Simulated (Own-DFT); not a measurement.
Al3GaN4 (wurtzite random alloy, strained, atoms displaced) (calculated)

All values are calculated (Own-DFT development build). A calculation, not a measurement: plane-wave PBE density functional theory by an unreviewed code, no spin, of a simulated periodic cell, stress positive in tension, free energy of the whole cell less one offset for each atom, forces on such cells passed a denser k mesh, this cell's mesh not checked; offsets are fitted by least squares, one for each functional and potential file, so energies compare only between cells with the same atoms and settings and are not formation energies; the far tail of each file's local potential was reset to the Coulomb form; each entry is a single point on an unrelaxed cell, so the pressure reflects the starting lattice, mostly measured values, from which strain is counted, and rises with the displacements; printed positions are rounded, which can move forces by about a meV/angstrom; the program is a retired in-house code; no spin-orbit coupling.

Common to all runs: functional PBE; potential files PseudoDojo norm-conserving, scalar-relativistic, standard set with the stringent files for Ga; wave cutoff 96 hartree; occupations Gaussian; smearing width 0.01 eV; k mesh 4 x 4 x 3 centred on Gamma.

(1) 
```cif
# cell vector a (Å): 9.4172 0.0000 0.0000
# cell vector b (Å): -4.7086 8.1556 0.0000
# cell vector c (Å): 0.0000 0.0000 10.0655
data_Al3GaN4
_symmetry_space_group_name_H-M 'P 1'
_symmetry_Int_Tables_number 1
_cell_length_a 9.4172
_cell_length_b 9.4173
_cell_length_c 10.0655
_cell_angle_alpha 90.000
_cell_angle_beta 90.000
_cell_angle_gamma 120.000
_cell_volume 773.06
loop_
_atom_site_label
_atom_site_type_symbol
_atom_site_fract_x
_atom_site_fract_y
_atom_site_fract_z
_atom_site_occupancy
Al1 Al 0.10817 0.22570 0.99250 1
Al2 Al 0.21488 0.10647 0.25375 1
N1 N 0.11105 0.22730 0.19084 1
N2 N 0.22635 0.12147 0.43513 1
Ga1 Ga 0.11605 0.22697 0.49438 1
Al3 Al 0.21749 0.10957 0.75837 1
N3 N 0.11441 0.22572 0.68851 1
N4 N 0.22738 0.11274 0.94248 1
Al4 Al 0.10329 0.56080 0.00416 1
Ga2 Ga 0.21801 0.44643 0.25258 1
N5 N 0.11057 0.55835 0.18703 1
N6 N 0.22697 0.45135 0.43197 1
Ga3 Ga 0.10685 0.55718 0.50261 1
Al5 Al 0.23645 0.45442 0.75384 1
N7 N 0.10511 0.54735 0.69502 1
N8 N 0.22417 0.44327 0.94476 1
Ga4 Ga 0.11087 0.89299 0.99901 1
Al6 Al 0.22519 0.78935 0.25288 1
N9 N 0.12023 0.88901 0.18976 1
N10 N 0.22138 0.78095 0.43600 1
Ga5 Ga 0.11405 0.90472 0.49687 1
Al7 Al 0.21189 0.77174 0.74145 1
N11 N 0.11463 0.88817 0.68183 1
N12 N 0.23040 0.78293 0.93366 1
Al8 Al 0.45453 0.22397 0.00221 1
Al9 Al 0.56223 0.11457 0.25323 1
N13 N 0.44292 0.22947 0.19748 1
N14 N 0.56706 0.11877 0.44446 1
Al10 Al 0.44228 0.22228 0.50010 1
Al11 Al 0.56432 0.12320 0.74798 1
N15 N 0.44771 0.22158 0.69557 1
N16 N 0.54752 0.10409 0.94356 1
Al12 Al 0.43709 0.54236 0.99857 1
Al13 Al 0.55680 0.44096 0.24478 1
N17 N 0.44079 0.54897 0.18901 1
N18 N 0.55332 0.44293 0.43627 1
Al14 Al 0.44436 0.55206 0.49995 1
Ga6 Ga 0.55544 0.44969 0.75553 1
N19 N 0.44187 0.56035 0.69283 1
N20 N 0.55376 0.44442 0.93384 1
Al15 Al 0.43667 0.88544 0.00840 1
Al16 Al 0.55654 0.77192 0.24632 1
N21 N 0.44513 0.87634 0.18451 1
N22 N 0.57432 0.78827 0.44681 1
Al17 Al 0.44379 0.90107 0.49585 1
Al18 Al 0.55124 0.78293 0.75103 1
N23 N 0.43906 0.88695 0.69128 1
N24 N 0.55645 0.77572 0.93969 1
Al19 Al 0.78201 0.22596 0.99710 1
Al20 Al 0.89165 0.10934 0.25431 1
N25 N 0.77841 0.22778 0.19022 1
N26 N 0.89292 0.11890 0.42721 1
Al21 Al 0.77854 0.22146 0.50134 1
Al22 Al 0.88265 0.10909 0.75270 1
N27 N 0.77511 0.21562 0.68357 1
N28 N 0.89530 0.11603 0.94150 1
Al23 Al 0.78508 0.56637 0.99530 1
Al24 Al 0.89527 0.46509 0.24613 1
N29 N 0.76838 0.55585 0.19455 1
N30 N 0.88796 0.44571 0.43894 1
Al25 Al 0.77142 0.54832 0.49832 1
Al26 Al 0.88973 0.44336 0.74812 1
N31 N 0.78440 0.55933 0.69144 1
N32 N 0.89055 0.45057 0.93906 1
Ga7 Ga 0.77842 0.88609 0.00065 1
Al27 Al 0.88946 0.78377 0.24794 1
N33 N 0.77758 0.89808 0.18885 1
N34 N 0.88783 0.77498 0.43811 1
Ga8 Ga 0.78169 0.88457 0.50047 1
Ga9 Ga 0.89035 0.77694 0.74812 1
N35 N 0.77028 0.88631 0.69042 1
N36 N 0.89659 0.78929 0.94805 1
_calc_pressure ?
```

(2) 
```cif
# cell vector a (Å): 9.4172 0.0000 0.0000
# cell vector b (Å): -4.7086 8.1556 0.0000
# cell vector c (Å): 0.0000 0.0000 10.0655
data_Al3GaN4
_symmetry_space_group_name_H-M 'P 1'
_symmetry_Int_Tables_number 1
_cell_length_a 9.4172
_cell_length_b 9.4173
_cell_length_c 10.0655
_cell_angle_alpha 90.000
_cell_angle_beta 90.000
_cell_angle_gamma 120.000
_cell_volume 773.06
loop_
_atom_site_label
_atom_site_type_symbol
_atom_site_fract_x
_atom_site_fract_y
_atom_site_fract_z
_atom_site_occupancy
Ga1 Ga 0.11434 0.22550 0.00041 1
Al1 Al 0.22374 0.10560 0.24465 1
N1 N 0.11020 0.23137 0.18997 1
N2 N 0.22590 0.11342 0.44136 1
Al2 Al 0.11568 0.22521 0.50124 1
Al3 Al 0.23044 0.11940 0.74045 1
N3 N 0.10814 0.22513 0.69246 1
N4 N 0.22142 0.10295 0.93799 1
Ga2 Ga 0.10695 0.55911 0.00278 1
Al4 Al 0.21903 0.44401 0.25026 1
N5 N 0.10990 0.56190 0.18641 1
N6 N 0.22096 0.44612 0.43935 1
Al5 Al 0.12188 0.56398 0.50515 1
Ga3 Ga 0.21920 0.44344 0.75190 1
N7 N 0.11892 0.56662 0.69109 1
N8 N 0.22877 0.45354 0.94241 1
Al6 Al 0.12237 0.88922 0.00093 1
Al7 Al 0.22186 0.77411 0.25467 1
N9 N 0.11714 0.89310 0.19002 1
N10 N 0.21537 0.77658 0.44393 1
Ga4 Ga 0.11844 0.89993 0.50218 1
Al8 Al 0.22704 0.78541 0.75299 1
N11 N 0.11838 0.89427 0.69289 1
N12 N 0.21791 0.77705 0.93666 1
Al9 Al 0.43937 0.21985 0.99860 1
Al10 Al 0.55670 0.10648 0.24745 1
N13 N 0.45050 0.22620 0.19372 1
N14 N 0.56345 0.10964 0.43910 1
Al11 Al 0.44108 0.22298 0.49952 1
Al12 Al 0.55360 0.11044 0.75352 1
N15 N 0.44645 0.22347 0.68555 1
N16 N 0.55302 0.10672 0.93965 1
Al13 Al 0.44674 0.55790 0.99294 1
Ga5 Ga 0.56103 0.44858 0.25097 1
N17 N 0.44507 0.55521 0.18657 1
N18 N 0.54871 0.43969 0.43080 1
Al14 Al 0.43276 0.55008 0.49524 1
Al15 Al 0.54663 0.44069 0.75290 1
N19 N 0.44020 0.55035 0.68900 1
N20 N 0.56050 0.44818 0.93898 1
Al16 Al 0.43596 0.88442 0.99222 1
Ga6 Ga 0.56935 0.79151 0.24971 1
N21 N 0.44564 0.88754 0.19066 1
N22 N 0.56089 0.78802 0.44097 1
Ga7 Ga 0.44185 0.89077 0.50270 1
Ga8 Ga 0.56175 0.77919 0.75322 1
N23 N 0.44671 0.89487 0.68063 1
N24 N 0.54566 0.76539 0.92381 1
Al17 Al 0.76927 0.22658 0.00260 1
Al18 Al 0.89392 0.12056 0.24187 1
N25 N 0.77965 0.23237 0.18384 1
N26 N 0.88467 0.11853 0.44063 1
Al19 Al 0.78062 0.22402 0.49515 1
Al20 Al 0.90043 0.12232 0.75125 1
N27 N 0.77384 0.22255 0.68128 1
N28 N 0.88503 0.11422 0.93618 1
Al21 Al 0.77280 0.55038 0.98976 1
Ga9 Ga 0.89273 0.43877 0.23960 1
N29 N 0.77720 0.55433 0.19606 1
N30 N 0.88908 0.44459 0.44534 1
Al22 Al 0.77784 0.54898 0.50286 1
Al23 Al 0.88728 0.44225 0.74924 1
N31 N 0.77034 0.54792 0.69205 1
N32 N 0.88432 0.44351 0.94195 1
Al24 Al 0.76692 0.88263 0.00028 1
Al25 Al 0.87613 0.76341 0.26090 1
N33 N 0.78516 0.89664 0.18797 1
N34 N 0.88644 0.77604 0.43865 1
Al26 Al 0.78340 0.88841 0.48969 1
Al27 Al 0.89836 0.78403 0.74570 1
N35 N 0.78029 0.88791 0.68981 1
N36 N 0.89018 0.77433 0.94204 1
_calc_stress_zz ?
```

Q: Al3GaN4 (wurtzite random alloy, strained, atoms displaced) (entry 1): pressure?
A: 4.91 GPa

Q: Give the table of force values for Al3GaN4 (wurtzite random alloy, strained, atoms displaced) (entry 1).
A: 
Force:
```tsv
element	x (eV/Å)	y (eV/Å)	z (eV/Å)
Al	1.473	-0.123	1.797
Al	0.266	1.69	-1.908
N	0.335	-1.963	-0.886
N	1.289	-0.342	0.154
Ga	-1.404	0.582	0.8
Al	0.863	0.279	-1.315
N	-0.24	-0.235	1.173
N	-0.58	1.372	-0.027
Al	2.064	0.364	-1.095
Ga	0.421	-0.014	-1.952
N	-1.123	1.46	0.375
N	0.223	0.604	2.971
Ga	0.734	-0.033	-0.334
Al	-2.095	-1.691	0.271
N	0.682	0.64	0.063
N	-1.358	0.488	-0.999
Ga	2.179	0.327	0.227
Al	1.862	-1.903	-0.671
N	-2.269	0.567	0.809
N	0.621	0.954	0.391
Ga	0.204	-1.75	-0.326
Al	1.606	0.712	1.054
N	-0.599	0.961	1.824
N	-1.304	-1.398	0.143
Al	-1.319	-0.086	0.348
Al	-0.242	-0.019	-0.783
N	0.908	-2.392	-1.097
N	-1.952	-0.508	-0.842
Al	0.737	0.665	0.368
Al	-0.805	-2.542	0.824
N	-1.202	-0.063	-1.259
N	1.604	1.102	-0.569
Al	0.181	1.953	0.767
Al	-1.741	0.704	1.217
N	1.063	0.85	-0.357
N	0.122	-0.129	0.76
Al	-0.094	1.411	-0.186
Ga	0.255	-0.302	-2.409
N	0.835	0.532	-1.196
N	1.166	0.106	3.414
Al	1.448	0.016	-2.51
Al	0.089	-0.026	0.881
N	-1.153	1.531	2.7
N	-4.216	-2.351	-2.054
Al	1.623	-1.636	1.122
Al	0.121	-0.212	0.03
N	-0.339	0.87	-0.866
N	-0.979	-0.642	0.082
Al	-0.685	-0.614	1.201
Al	-0.943	1.497	-2.831
N	0.387	0.419	-0.277
N	-0.226	-0.32	3.375
Al	1.193	0.619	-1.356
Al	1.24	0.027	-0.617
N	0.29	1.267	1.454
N	-1.287	0.032	-1.074
Al	-0.93	-1.047	0.723
Al	0.346	-2.52	0.657
N	1.428	1.659	-1.688
N	-0.745	-0.408	-0.207
Al	0.22	0.826	0.042
Al	-0.278	-0.416	0.104
N	-0.062	-1.38	-0.804
N	-0.489	-0.514	-0.266
Ga	-1.767	1.043	0
Al	-0.152	-0.287	0.142
N	1.045	-1.24	1.013
N	0.848	-0.606	-0.722
Ga	0.499	2.01	0.364
Ga	-0.445	1.102	0.187
N	0.561	0.849	1.124
N	-0.006	-2.379	-1.467
```

Q: Give the missing stress zz for Al3GaN4 (wurtzite random alloy, strained, atoms displaced) (entry 2).
A: -7.28 GPa

Q: Give the table of force values for Al3GaN4 (wurtzite random alloy, strained, atoms displaced) (entry 2).
A: 
Force:
```tsv
element	x (eV/Å)	y (eV/Å)	z (eV/Å)
Ga	-0.383	-0.375	-0.577
Al	-0.341	1.489	0.615
N	1.236	-0.999	0.797
N	-0.886	1.28	-0.86
Al	-1.329	-0.252	-0.527
Al	-0.782	-0.835	1.396
N	1.777	-0.695	-1.232
N	0.252	1.185	-0.635
Ga	0.585	-0.588	-1.172
Al	0.694	1.284	-0.484
N	1.857	0.028	1.583
N	-0.553	-0.331	-0.241
Al	-1.626	-1.211	-0.277
Ga	-0.031	1.184	0.144
N	-1.107	-0.466	0.304
N	-0.199	-0.703	0.082
Al	-2.71	-0.392	0.4
Al	-0.326	1.039	-0.217
N	-0.225	-1.359	0.279
N	0.783	-0.261	-1.235
Ga	-0.593	-1.719	-0.085
Al	0.451	-0.423	-1.19
N	-0.315	0.303	0.283
N	0.993	0.714	-0.056
Al	0.496	0.488	0.693
Al	-0.519	0.855	0.711
N	-0.401	-1.832	-1.432
N	-1.774	1.18	-0.952
Al	1.937	0.292	-0.963
Al	0.832	0.328	-1.605
N	-0.132	0.053	0.711
N	-0.668	0.174	0.14
Al	0.14	-0.69	1.459
Ga	-0.914	-0.47	-1.262
N	-0.958	0.512	-0.505
N	0.047	0.601	3.701
Al	2.187	1.494	0.433
Al	1	0.657	-0.989
N	0.516	-0.046	-0.987
N	-1.351	-1.577	-0.115
Al	1.116	-0.181	1.055
Ga	-0.954	-1.873	0.387
N	-1.127	0.261	-1.426
N	0.625	-1.991	0.23
Ga	0.591	0.229	-1.894
Ga	-0.332	0.14	-4.909
N	-0.57	-0.173	4.13
N	-0.302	1.758	5.869
Al	1.425	-0.638	-1.43
Al	-0.504	-0.554	1.101
N	0.247	-3.686	0.064
N	2.778	-0.967	-1.274
Al	-0.925	0.375	0.776
Al	-2.425	-1.968	-0.565
N	0.679	0.089	1.903
N	-0.521	-0.448	0.975
Al	0.543	1.686	1.599
Ga	-1.493	2.322	2.713
N	0.8	0.648	-2.127
N	1.034	0.481	-0.477
Al	-0.952	0.107	-0.235
Al	0.005	0.115	-0.57
N	0.284	0.991	0.034
N	-0.084	-0.533	-0.921
Al	1.472	0.592	-1.111
Al	1.128	1.795	-2.611
N	0.967	0.139	-0.184
N	0.33	-0.463	1.194
Al	-1.493	0.983	1.882
Al	-1.076	-1.013	0.929
N	1.257	1.272	-0.875
N	-0.183	0.594	-0.365
```

Further results for Al3GaN4 (wurtzite random alloy, strained, atoms displaced) (entry 1):

- free energy of cell above offsets: -23.455 eV
- stress xx: -5.3 GPa
- stress yy: -2.55 GPa
- stress zz: -6.87 GPa
- stress yz: -0.12 GPa
- stress xz: -0.61 GPa
- stress xy: -0.99 GPa

Further results for Al3GaN4 (wurtzite random alloy, strained, atoms displaced) (entry 2):

- free energy of cell above offsets: -23.293 eV
- pressure: 5.12 GPa
- stress xx: -3.19 GPa
- stress yy: -4.88 GPa
- stress yz: -0.22 GPa
- stress xz: 0.54 GPa
- stress xy: -0.74 GPa
